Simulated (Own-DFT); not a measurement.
## Calculated data, Si3Ge (diamond lattice with Si and Ge gathered in clusters, atoms displaced)

Computed with Own-DFT development build. A calculation, not a measurement: plane-wave density functional theory by an unreviewed code, no spin, of a simulated periodic cell, stress positive in tension, run twice, with PBE and with PBEsol, both on files made for PBE, so the change isn't that of files made for PBEsol; forces on such cells passed a denser k mesh, this cell's mesh not checked; the far tail of each file's local potential was reset to the Coulomb form; each entry is a single point on an unrelaxed cell, so the pressure reflects the starting lattice, mostly measured values (interpolated for alloys), from which strain is counted, and rises with the displacements; printed positions are rounded, which can move forces by about a meV/angstrom; the program, named Own-DFT, is a retired in-house code; no spin-orbit coupling; stress was not checked against mesh or cutoff.

Settings shared by all entries: functional PBE, then PBEsol; potential files PseudoDojo norm-conserving, scalar-relativistic, standard set; wave cutoff 42 hartree; occupations Fermi-Dirac; smearing width 0.1 eV; k mesh 3 x 3 x 3 centred on Gamma.

(1) Si3Ge (diamond lattice with Si and Ge gathered in clusters, atoms displaced)

```
Si3Ge
1.0
     10.9755     0.0000     0.0000
      0.0000    10.9755     0.0000
      0.0000     0.0000    10.9755
Ge Si Ge Si Ge Si Ge Si Ge Si Ge Si Ge Si Ge Si Ge Si
1 1 1 5 1 7 6 2 1 2 1 6 1 15 2 2 2 8
Direct
  0.00201 0.00005 0.99571
  0.00090 0.25158 0.25087
  0.25223 0.99858 0.25343
  0.25283 0.25209 0.00252
  0.12435 0.12105 0.12200
  0.12579 0.37813 0.37666
  0.37721 0.12122 0.37878
  0.37635 0.37573 0.12679
  0.00057 0.99661 0.49984
  0.99955 0.25427 0.75338
  0.25248 0.00143 0.74867
  0.25018 0.24917 0.50185
  0.12494 0.12401 0.62527
  0.12640 0.37495 0.87638
  0.38115 0.12403 0.86924
  0.37621 0.36899 0.62235
  0.00313 0.49498 0.99865
  0.99884 0.75317 0.25056
  0.24690 0.49777 0.25073
  0.25216 0.74926 0.99861
  0.12367 0.62113 0.12361
  0.11891 0.87427 0.37836
  0.37635 0.62601 0.37606
  0.37822 0.87810 0.12439
  0.99658 0.50163 0.49708
  0.99851 0.74874 0.74942
  0.25256 0.49855 0.75506
  0.24709 0.75115 0.49985
  0.12265 0.62805 0.62203
  0.12413 0.87857 0.87347
  0.37321 0.62358 0.88028
  0.37438 0.87397 0.62434
  0.50171 0.00312 0.99896
  0.50224 0.25213 0.24807
  0.75209 0.99850 0.25387
  0.74959 0.24659 0.99632
  0.62597 0.12242 0.12603
  0.62189 0.37123 0.37897
  0.87095 0.13030 0.37766
  0.87699 0.37196 0.12873
  0.49976 0.99876 0.50638
  0.50044 0.25074 0.75030
  0.74823 0.99572 0.74920
  0.75081 0.24842 0.49576
  0.62315 0.12771 0.62704
  0.62929 0.37268 0.87196
  0.87340 0.12234 0.87313
  0.87809 0.37425 0.62650
  0.50090 0.49655 0.00118
  0.50055 0.75185 0.25338
  0.75170 0.49523 0.24646
  0.74670 0.75010 0.00009
  0.62306 0.62660 0.12217
  0.62917 0.87569 0.37434
  0.87452 0.62733 0.37653
  0.87177 0.87678 0.12107
  0.49641 0.50326 0.49786
  0.50034 0.75088 0.75245
  0.75752 0.49685 0.75345
  0.74875 0.74872 0.49923
  0.62789 0.62779 0.62498
  0.62045 0.87355 0.87512
  0.87426 0.62522 0.87594
  0.87335 0.87314 0.62852
```

- PBE pressure: 2.44 GPa
- PBE stress xx: -2.45 GPa
- PBE stress yy: -2.43 GPa
- PBE stress zz: -2.43 GPa
- PBE stress yz: -0.27 GPa
- PBE stress xz: 0.1 GPa
- PBE stress xy: 0.09 GPa
- PBEsol pressure: 0.65 GPa
- PBEsol stress xx: -0.66 GPa
- PBEsol stress yy: -0.65 GPa
- PBEsol stress zz: -0.65 GPa
- PBEsol stress yz: -0.26 GPa
- PBEsol stress xz: 0.09 GPa
- PBEsol stress xy: 0.08 GPa
- rms change of force components from PBE to PBEsol: 0.043 eV/Å

Force:
```tsv
force element	PBE force x (eV/Å)	PBE force y (eV/Å)	PBE force z (eV/Å)	PBEsol force x (eV/Å)	PBEsol force y (eV/Å)	PBEsol force z (eV/Å)
Ge	-0.276	0.31	0.037	-0.31	0.259	0.081
Si	0.28	-0.496	0.135	0.289	-0.495	0.138
Ge	-0.211	0.211	-0.422	-0.251	0.163	-0.377
Si	0.009	-0.616	-0.436	0.011	-0.612	-0.43
Si	0.411	0.968	0.611	0.394	0.857	0.6
Si	-0.161	-1.088	0.192	-0.162	-0.971	0.186
Si	0.304	0.833	-0.056	0.257	0.777	-0.104
Si	0.132	-0.269	-0.158	0.076	-0.21	-0.105
Ge	-1.181	1.182	0.891	-1.104	1.097	0.816
Si	0.223	-0.821	-0.26	0.222	-0.812	-0.25
Si	-0.159	-0.122	-0.035	-0.156	-0.122	-0.033
Si	-0.212	-0.249	-0.416	-0.216	-0.248	-0.42
Si	0.045	0.505	0.43	-0.009	0.45	0.378
Si	0.623	-0.506	-0.326	0.565	-0.448	-0.266
Si	-0.74	0.282	0.802	-0.732	0.279	0.789
Si	-0.111	0.962	0.428	-0.106	0.947	0.421
Ge	-1.082	0.094	-0.051	-1.015	0.141	0
Ge	-0.161	-0.487	-0.641	-0.157	-0.476	-0.612
Ge	0.952	0.212	0.251	0.883	0.255	0.201
Ge	-0.279	0.771	0.259	-0.315	0.715	0.294
Ge	0.06	0.739	0.198	0.061	0.711	0.192
Ge	1.016	0.034	-0.78	0.982	0.031	-0.754
Si	-0.227	0.102	-0.4	-0.327	0.11	-0.402
Si	0.245	-0.321	0.043	0.149	-0.321	0.046
Ge	0.679	-0.4	0.785	0.621	-0.337	0.712
Si	0.172	0.172	0.23	0.175	0.169	0.234
Si	-0.259	0.128	-0.953	-0.255	0.129	-0.95
Ge	0.646	-0.365	0.209	0.578	-0.313	0.155
Si	0.278	-0.776	1.085	0.278	-0.766	0.971
Si	0.506	-0.715	-0.741	0.487	-0.703	-0.637
Si	0.946	-0.4	-0.824	0.883	-0.337	-0.754
Si	0.183	0.053	0.568	0.126	-0.002	0.511
Si	-0.059	-0.228	0.075	-0.059	-0.223	0.076
Si	-0.3	-0.697	0.385	-0.297	-0.692	0.376
Ge	-0.223	0.786	-0.179	-0.173	0.723	-0.222
Si	0.24	0.043	0.679	0.24	0.047	0.676
Si	-0.091	0.54	-0.235	-0.037	0.485	-0.178
Si	0.065	0.525	-0.331	0.102	0.563	-0.361
Si	1.11	-0.423	-0.505	1.106	-0.519	-0.518
Si	-0.083	-0.613	-0.999	-0.093	-0.507	-0.985
Si	0.412	-0.034	-0.561	0.415	-0.039	-0.553
Si	0.314	0.202	-0.23	0.309	0.209	-0.222
Si	-0.249	0.425	0.126	-0.25	0.418	0.126
Si	-0.511	0.524	1.329	-0.505	0.524	1.322
Si	0.513	-0.34	-0.176	0.508	-0.326	-0.17
Si	-0.397	0.244	0.349	-0.395	0.241	0.341
Si	-0.129	0.39	-0.443	-0.078	0.332	-0.396
Si	-0.486	-0.315	-0.255	-0.437	-0.268	-0.313
Si	0.149	0.187	-0.3	0.154	0.177	-0.301
Si	0.138	-0.028	-0.457	0.136	-0.025	-0.45
Ge	-0.863	0.383	0.396	-0.801	0.415	0.421
Ge	-0.196	-0.298	-0.6	-0.142	-0.247	-0.54
Si	-0.435	-0.484	0.686	-0.337	-0.463	0.676
Si	-0.92	-0.316	0.851	-0.854	-0.255	0.785
Ge	-0.702	0.023	-0.516	-0.629	-0.021	-0.539
Ge	0.504	-0.024	0.219	0.49	-0.027	0.221
Si	0.588	-0.434	0.68	0.58	-0.425	0.677
Si	-0.44	-0.524	-0.289	-0.442	-0.525	-0.287
Si	-0.714	0.446	-0.633	-0.703	0.442	-0.625
Si	-0.016	0.621	0.457	0.043	0.57	0.395
Si	-0.293	-0.68	0.392	-0.287	-0.678	0.394
Si	0.216	0.553	-0.117	0.263	0.502	-0.062
Si	0.409	-0.094	-0.12	0.406	-0.081	-0.018
Si	-0.204	-0.288	-0.331	-0.152	-0.246	-0.38
```

(2) Si3Ge (diamond lattice with Si and Ge gathered in clusters, atoms displaced)

```
Si3Ge
1.0
     10.9755     0.0000     0.0000
      0.0000    10.9755     0.0000
      0.0000     0.0000    10.9755
Si Ge Si Ge Si Ge Si Ge Si Ge Si Ge Si Ge Si Ge Si Ge Si Ge Si Ge Si Ge Si
7 1 5 1 1 1 3 2 2 1 2 1 1 4 13 1 2 1 3 1 4 1 2 1 3
Direct
  0.99806 0.99802 0.00676
  0.00211 0.24977 0.24856
  0.25241 0.00116 0.24766
  0.24761 0.25025 0.99928
  0.12282 0.12433 0.12746
  0.12741 0.37056 0.37861
  0.37317 0.12671 0.37022
  0.37078 0.37470 0.12357
  0.00207 0.00082 0.50233
  0.00147 0.24989 0.74796
  0.24618 0.99930 0.74339
  0.25026 0.25368 0.49551
  0.12507 0.12555 0.62228
  0.13253 0.37223 0.87134
  0.37251 0.12973 0.88080
  0.37460 0.37257 0.62876
  0.00323 0.50083 0.99833
  0.00073 0.75011 0.24399
  0.25438 0.49595 0.25244
  0.24991 0.74528 0.99698
  0.12630 0.63217 0.12480
  0.12428 0.87544 0.37290
  0.37327 0.62387 0.37925
  0.37069 0.87326 0.12817
  0.99568 0.50127 0.50219
  0.00028 0.74965 0.75053
  0.25021 0.50135 0.74961
  0.25291 0.75310 0.50114
  0.12467 0.61599 0.62323
  0.12652 0.87380 0.86739
  0.37155 0.61922 0.87478
  0.37755 0.87063 0.62304
  0.49432 0.99785 0.99975
  0.50020 0.24718 0.25412
  0.75465 0.00102 0.24690
  0.74869 0.24765 0.00172
  0.62093 0.12267 0.12560
  0.62221 0.37240 0.37154
  0.87227 0.12433 0.37637
  0.86961 0.37264 0.12442
  0.49791 0.99986 0.49842
  0.49859 0.25281 0.75198
  0.75195 0.99685 0.74578
  0.75273 0.24776 0.49891
  0.62263 0.12500 0.62598
  0.62533 0.37814 0.88004
  0.87621 0.12277 0.87288
  0.87056 0.37319 0.62273
  0.49784 0.49516 0.99702
  0.49939 0.75245 0.24962
  0.75288 0.49969 0.25457
  0.75407 0.75012 0.99763
  0.62797 0.62854 0.12130
  0.62259 0.87299 0.37189
  0.87794 0.62273 0.37598
  0.87365 0.87477 0.12462
  0.49953 0.49758 0.50070
  0.49689 0.75058 0.74401
  0.75047 0.50655 0.74746
  0.75074 0.75439 0.49467
  0.62465 0.62811 0.62549
  0.62117 0.87378 0.86525
  0.87377 0.62248 0.87191
  0.87354 0.87524 0.62807
```

- PBE pressure: 2.57 GPa
- PBE stress xx: -2.6 GPa
- PBE stress yy: -2.55 GPa
- PBE stress zz: -2.55 GPa
- PBE stress yz: -0.45 GPa
- PBE stress xz: -0.33 GPa
- PBE stress xy: 0.23 GPa
- PBEsol pressure: 0.77 GPa
- PBEsol stress xx: -0.81 GPa
- PBEsol stress yy: -0.76 GPa
- PBEsol stress zz: -0.75 GPa
- PBEsol stress yz: -0.47 GPa
- PBEsol stress xz: -0.34 GPa
- PBEsol stress xy: 0.22 GPa
- rms change of force components from PBE to PBEsol: 0.045 eV/Å

Force:
```tsv
force element	PBE force x (eV/Å)	PBE force y (eV/Å)	PBE force z (eV/Å)	PBEsol force x (eV/Å)	PBEsol force y (eV/Å)	PBEsol force z (eV/Å)
Si	0.269	0.259	-0.919	0.309	0.217	-0.949
Si	-0.574	0.094	0.433	-0.571	0.096	0.431
Si	-0.933	0.276	0.554	-0.868	0.214	0.492
Si	-0.183	-0.764	0.613	-0.186	-0.644	0.603
Si	0.306	-0.006	-0.353	0.309	-0.006	-0.35
Si	-0.874	1.03	-0.677	-0.876	1.029	-0.669
Si	0.04	-0.311	0.747	0.032	-0.311	0.742
Ge	0.401	-0.767	0.562	0.431	-0.706	0.498
Si	-0.496	-0.266	-0.328	-0.493	-0.265	-0.325
Si	-0.419	-0.192	-0.169	-0.363	-0.137	-0.121
Si	0.912	0.837	0.461	0.912	0.73	0.467
Si	0.186	-1.084	0.614	0.244	-1.028	0.664
Si	0.132	0.358	-0.212	0.134	0.364	-0.212
Ge	-1.372	0.041	0.514	-1.288	0.097	0.457
Si	0.034	-0.754	-0.969	0.031	-0.745	-0.962
Ge	0.233	0.033	-0.876	0.183	0.084	-0.809
Si	-0.692	-0.393	0.102	-0.588	-0.384	0.101
Si	-0.624	0.433	1.177	-0.562	0.377	1.106
Si	-0.906	0.747	0.512	-0.879	0.727	0.409
Ge	0.158	0.976	-0.211	0.15	0.937	-0.199
Ge	-0.162	-1.824	0.45	-0.103	-1.737	0.379
Si	0.133	0.067	0.123	0.13	0.063	0.118
Si	0.455	0.13	-0.427	0.449	0.132	-0.419
Ge	0.517	0.047	-0.458	0.467	0.001	-0.491
Si	0.136	-1.172	-0.629	0.193	-1.114	-0.565
Si	-0.636	-0.589	-0.482	-0.527	-0.58	-0.466
Ge	0.051	-0.529	-0.326	0.05	-0.519	-0.309
Si	-0.986	-0.759	-0.789	-0.961	-0.734	-0.68
Ge	-0.309	1.775	-0.27	-0.247	1.691	-0.205
Ge	-0.511	0.536	0.861	-0.458	0.477	0.878
Ge	0.918	0.758	-0.187	0.878	0.728	-0.183
Ge	-0.836	1.51	-0.424	-0.768	1.413	-0.356
Si	0.668	0.121	-0.366	0.613	0.061	-0.317
Si	-0.023	0.086	-0.811	-0.062	0.13	-0.847
Si	-0.908	-0.148	0.369	-0.891	-0.138	0.365
Si	0.104	-0.5	-0.101	0.055	-0.454	-0.149
Si	0.267	-0.101	-0.143	0.253	-0.103	-0.142
Si	0.535	0.298	0.694	0.528	0.297	0.687
Si	0.896	-0.108	-0.277	0.889	-0.11	-0.274
Si	0.909	0.385	0.06	0.894	0.384	0.056
Si	0.395	0.383	-0.401	0.344	0.329	-0.35
Si	0.43	-0.902	0.434	0.417	-0.789	0.431
Si	-0.584	0.658	0.476	-0.577	0.657	0.471
Si	-1.04	0.136	-0.021	-1.031	0.134	-0.026
Si	0.167	0.017	-0.143	0.16	0.021	-0.138
Ge	0.965	-0.741	-1.353	0.879	-0.668	-1.273
Si	-0.065	0.034	0.357	-0.061	0.032	0.35
Si	0.356	0.297	0.457	0.346	0.293	0.459
Ge	0.046	0.893	0.946	0.045	0.861	0.903
Si	-0.108	-0.818	0.475	-0.123	-0.814	0.37
Si	-0.363	-0.203	-0.395	-0.4	-0.156	-0.428
Si	-0.336	0.498	-0.786	-0.382	0.448	-0.738
Ge	-0.13	-0.299	0.64	-0.167	-0.327	0.589
Si	0.388	0.804	-0.031	0.379	0.801	-0.034
Si	-0.095	0.703	-0.285	-0.089	0.703	-0.282
Si	0.045	-0.211	-0.011	0.036	-0.22	-0.007
Si	0.168	0.036	-0.33	0.165	0.035	-0.23
Ge	0.222	-0.635	1.374	0.179	-0.652	1.278
Si	0.093	-0.992	0.186	-0.007	-0.969	0.171
Si	0.248	-0.227	0.244	0.207	-0.263	0.283
Ge	0.471	-0.413	-1.173	0.403	-0.36	-1.097
Si	0.62	0.446	1.31	0.554	0.383	1.246
Si	0.691	0.354	0.407	0.685	0.345	0.407
Si	0.599	-0.35	-0.818	0.597	-0.355	-0.809
```
